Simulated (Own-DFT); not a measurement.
## Calculated data, InAs (zincblende, strongly disordered by large displacements)

A calculation, not a measurement: plane-wave PBE density functional theory by an unreviewed code, no spin, of a simulated periodic cell, stress positive in tension, free energy of the whole cell less one offset for each atom, forces on such cells passed a denser k mesh, this cell's mesh not checked; broken bonds can close the gap or carry spin, so checks made on this kind of crystal may not hold here; offsets are fitted by least squares, one for each functional and potential file, so energies compare only between cells with the same atoms and settings and are not formation energies; the far tail of each file's local potential was reset to the Coulomb form; each entry is a single point on an unrelaxed cell, so the pressure reflects the starting lattice, mostly measured values (interpolated for alloys), from which strain is counted, and rises with the displacements; printed positions are rounded, which can move forces by about a meV/angstrom; the program, named Own-DFT, is a retired in-house code; no spin-orbit coupling. Program: Own-DFT development build.

Settings shared by all entries: functional PBE; potential files PseudoDojo norm-conserving, scalar-relativistic, standard set; wave cutoff 42 hartree; occupations Fermi-Dirac; smearing width 0.1 eV; hardware one NVIDIA H200; k mesh 3 x 3 x 3 centred on Gamma.

(1) InAs (zincblende, strongly disordered by large displacements)

```
InAs
1.0
     12.1166     0.0000     0.0000
      0.0000    12.1166     0.0000
      0.0000     0.0000    12.1166
In As In As In As In As In As In As In As In As
4 4 4 4 4 4 4 4 4 4 4 4 4 4 4 4
Direct
  0.01620 0.01543 0.99091
  0.95416 0.25085 0.25973
  0.22461 0.99605 0.25271
  0.26659 0.22739 0.99465
  0.12956 0.15523 0.14646
  0.12734 0.38600 0.36069
  0.39008 0.12399 0.35767
  0.33585 0.30691 0.13297
  0.05743 0.00342 0.51198
  0.01309 0.21831 0.76290
  0.23559 0.99540 0.79881
  0.22594 0.24137 0.51842
  0.14412 0.10359 0.63480
  0.17554 0.36131 0.85633
  0.35507 0.13226 0.86176
  0.37974 0.40064 0.64103
  0.97260 0.51116 0.95436
  0.96964 0.71825 0.25411
  0.26573 0.45660 0.28250
  0.25375 0.68029 0.99048
  0.13428 0.54248 0.10661
  0.11299 0.88120 0.40141
  0.33230 0.65154 0.38744
  0.35448 0.83738 0.15315
  0.96568 0.51022 0.47943
  0.01867 0.77060 0.75850
  0.24982 0.50305 0.75087
  0.26168 0.73316 0.51955
  0.16619 0.57886 0.60510
  0.11025 0.86841 0.86939
  0.40567 0.60190 0.86467
  0.35216 0.83811 0.62149
  0.53799 0.02816 0.01010
  0.49048 0.23999 0.27575
  0.69595 0.98772 0.23034
  0.73470 0.23018 0.95892
  0.64033 0.14037 0.09488
  0.55552 0.39089 0.40072
  0.92204 0.08600 0.36149
  0.88571 0.38936 0.12423
  0.47910 0.06625 0.49676
  0.53059 0.25003 0.76519
  0.71789 0.06442 0.75921
  0.73787 0.30726 0.47685
  0.61761 0.07097 0.61724
  0.59131 0.38860 0.89514
  0.88067 0.14521 0.91739
  0.83993 0.33286 0.63035
  0.51495 0.50094 0.04576
  0.54888 0.78594 0.19700
  0.78851 0.50885 0.20503
  0.71140 0.78502 0.03475
  0.58951 0.66038 0.08370
  0.62217 0.86526 0.35196
  0.84488 0.56886 0.36889
  0.84709 0.81228 0.14011
  0.46279 0.58046 0.49270
  0.53325 0.73990 0.67833
  0.76847 0.46834 0.74414
  0.77441 0.74366 0.54436
  0.65602 0.62197 0.64861
  0.65810 0.83526 0.85816
  0.87290 0.60541 0.84745
  0.86378 0.87421 0.61661
```

* free energy of cell above offsets: 43.840 eV
* pressure: 17.51 GPa
* stress xx: -16.44 GPa
* stress yy: -16.02 GPa
* stress zz: -20.07 GPa
* stress yz: -3.94 GPa
* stress xz: -3.59 GPa
* stress xy: -1.55 GPa
* wall time: 1223 s

Force:
```
element  x (eV/Å)  y (eV/Å)  z (eV/Å)
     In      0.68     -0.97     2.169
     In     1.275     1.218     0.071
     In     0.883    -0.791     0.027
     In    -5.064    -1.529    -3.654
     As    -0.711    -0.537    -0.651
     As    -7.782     -4.62     4.949
     As    -9.974    -3.717    -1.443
     As     4.668      5.19     7.248
     In    -6.454     2.174     1.624
     In     0.138     1.435    -0.101
     In     1.215    -0.925    -2.447
     In     1.888     3.068    -1.693
     As     1.608     1.938     4.873
     As    -3.299    -2.005     1.613
     As      5.19    -1.022     -1.86
     As     2.114    -2.367    -2.355
     In     5.766    -4.944     5.352
     In     2.973    -1.339     1.595
     In     6.588     3.967    -4.148
     In     0.207     1.036     0.817
     As    -0.738     1.014     0.149
     As      2.72    -7.267    -6.005
     As     1.398     -3.09    -12.83
     As    -1.513     0.597    -0.886
     In     7.197    -3.607     6.079
     In    -5.406    -5.679    -6.613
     In     1.816     1.245     3.436
     In    -9.442     1.307     1.534
     As    -5.257     1.158    -2.769
     As     3.235     2.101     7.034
     As     0.414     0.468    -0.314
     As     5.418     7.415     6.284
     In    -6.368    -6.811    -5.439
     In     4.925     5.566    -5.225
     In     3.329     2.451    -1.373
     In    -4.938      7.23    -0.067
     As     2.482     4.193     8.079
     As     0.831     0.685     0.289
     As    -1.934    -1.107     0.573
     As     3.628    -5.641    -5.451
     In      0.77    -3.879     3.481
     In    -1.766    -1.101    -2.216
     In     4.928     -1.95     7.184
     In    -2.395    -1.305    -3.801
     As    -1.417     1.254    -3.977
     As     2.417     0.278    -0.382
     As     6.235     -3.67    -3.591
     As     4.542    -1.691     1.619
     In    -4.153    -5.123    -0.127
     In    -4.489     3.974     4.275
     In    -7.062     3.957     -0.66
     In     0.066     1.757    -5.663
     As      0.84    -6.191    -1.949
     As    -0.178    -0.548     6.609
     As    -4.852     5.748     0.201
     As     5.376     4.119      2.84
     In     4.746    -3.787     3.273
     In    -7.036     6.431     3.251
     In    -2.053     0.632     1.848
     In    -2.789    -5.063    -5.242
     As     4.109     -6.99    -2.122
     As    -1.139     2.706    -3.141
     As    -3.685     6.185    -3.942
     As     5.277     6.766     3.764
```

(2) InAs (zincblende, strongly disordered by large displacements)

```
InAs
1.0
     12.1166     0.0000     0.0000
      0.0000    12.1166     0.0000
      0.0000     0.0000    12.1166
In As In As In As In As In As In As In As In As
4 4 4 4 4 4 4 4 4 4 4 4 4 4 4 4
Direct
  0.97881 0.99667 0.96912
  0.01935 0.24433 0.24824
  0.25721 0.03574 0.26077
  0.25342 0.24553 0.99209
  0.03475 0.13378 0.10029
  0.15008 0.36163 0.35399
  0.38576 0.15264 0.38129
  0.34437 0.39206 0.09132
  0.99761 0.00400 0.51140
  0.02431 0.28217 0.74838
  0.25771 0.99744 0.73258
  0.23645 0.27151 0.49097
  0.13249 0.11995 0.57774
  0.13246 0.36334 0.87511
  0.37968 0.11352 0.88141
  0.34649 0.33384 0.62385
  0.01550 0.48267 0.01007
  0.00760 0.74103 0.22473
  0.27263 0.53873 0.20465
  0.23569 0.74337 0.98448
  0.12275 0.63554 0.12084
  0.11719 0.87719 0.39098
  0.41956 0.62503 0.36975
  0.32337 0.90312 0.14949
  0.01834 0.52405 0.47701
  0.04591 0.76583 0.72123
  0.27557 0.51401 0.72668
  0.28406 0.75964 0.49964
  0.13949 0.56127 0.61222
  0.09598 0.88203 0.87861
  0.36504 0.64424 0.90369
  0.38804 0.87602 0.65192
  0.44933 0.99420 0.05039
  0.51013 0.25439 0.19749
  0.78593 0.98168 0.22944
  0.77742 0.28490 0.00175
  0.64299 0.08013 0.09289
  0.58123 0.36262 0.36579
  0.90498 0.16818 0.39211
  0.86808 0.37283 0.15825
  0.49341 0.98423 0.49728
  0.48413 0.23475 0.74340
  0.70906 0.99957 0.73765
  0.81094 0.25056 0.52892
  0.60473 0.14195 0.63127
  0.63766 0.39021 0.88351
  0.86939 0.13622 0.86588
  0.86064 0.33425 0.68318
  0.49379 0.53955 0.98621
  0.47707 0.73814 0.23082
  0.69086 0.49454 0.29561
  0.73914 0.75070 0.96516
  0.63433 0.63085 0.10688
  0.58851 0.82422 0.35131
  0.89649 0.67235 0.35619
  0.94621 0.94500 0.14408
  0.45930 0.49908 0.50115
  0.52021 0.72502 0.76456
  0.76311 0.47787 0.77899
  0.74386 0.74935 0.45177
  0.57389 0.65159 0.60272
  0.60254 0.87988 0.92799
  0.85536 0.61636 0.91231
  0.93018 0.92547 0.66513
```

* free energy of cell above offsets: 17.061 eV
* pressure: 12.12 GPa
* stress xx: -12.08 GPa
* stress yy: -9.78 GPa
* stress zz: -14.5 GPa
* stress yz: -1.23 GPa
* stress xz: 0.15 GPa
* stress xy: 1.57 GPa
* wall time: 1195 s

Force:
```
element  x (eV/Å)  y (eV/Å)  z (eV/Å)
     In    -2.341     1.492    -4.333
     In     0.029     2.907     2.054
     In    -2.862     2.662     3.213
     In    -0.999    -2.031    -0.081
     As     3.042     -0.62    -1.822
     As    -1.621     4.525     -3.06
     As     0.903    -0.239      -0.5
     As      2.99    -0.414     0.157
     In    -1.347    -0.085    -4.973
     In     1.861    -4.591    -1.633
     In    -2.509     2.025     1.106
     In    -0.533     -3.25    -1.003
     As     2.248     1.703     3.769
     As     2.496      3.14      1.97
     As     -0.56      -0.4     0.139
     As     3.272     3.347     3.465
     In    -1.325    -0.131     0.422
     In     0.517     4.905    -0.493
     In     0.933    -0.528     3.417
     In    -3.745     4.621     2.074
     As     0.443    -1.709    -2.494
     As     1.161    -0.587    -1.211
     As    -4.269     0.504    -0.323
     As    -1.446    -6.817    -0.745
     In    -2.973    -1.602    -3.759
     In    -0.349    -2.787    -1.109
     In     3.262    -1.592     4.026
     In    -0.795     -0.21    -0.418
     As     -0.81     4.089     0.519
     As     4.705     -1.97    -1.285
     As     0.592    -0.748    -5.802
     As     1.444    -1.969    -0.733
     In     3.537      2.29    -2.596
     In    -0.456    -0.651    -0.332
     In    -5.003     1.191     2.946
     In     -0.54    -1.897     -0.55
     As    -0.034     1.667     0.132
     As    -1.679    -2.955     2.977
     As    -0.116    -3.983    -2.024
     As     0.545     1.859     1.026
     In     0.349     0.676    -0.606
     In    -0.734     2.017     2.958
     In     1.272    -0.683     1.556
     In    -4.305    -0.405    -1.405
     As     2.608    -1.767    -3.929
     As    -5.404    -2.276     1.891
     As    -0.786     0.429    -1.275
     As    -2.007     3.135     0.904
     In     2.966     -4.18     1.884
     In    -1.284     0.596     -6.88
     In     3.549     3.525    -2.786
     In    -0.334     1.397     1.511
     As    -0.072    -0.125     2.179
     As     2.689     4.974     2.794
     As    -1.636    -3.758     2.569
     As     3.108    -3.323     3.089
     In     1.098    -4.216     3.315
     In    -1.131     2.495     4.071
     In     1.635     3.971    -2.271
     In    -0.646     0.324     2.518
     As     2.594    -1.958    -3.636
     As    -1.338     1.859    -2.389
     As      4.03     -2.66    -1.815
     As    -3.891    -1.209     3.618
```
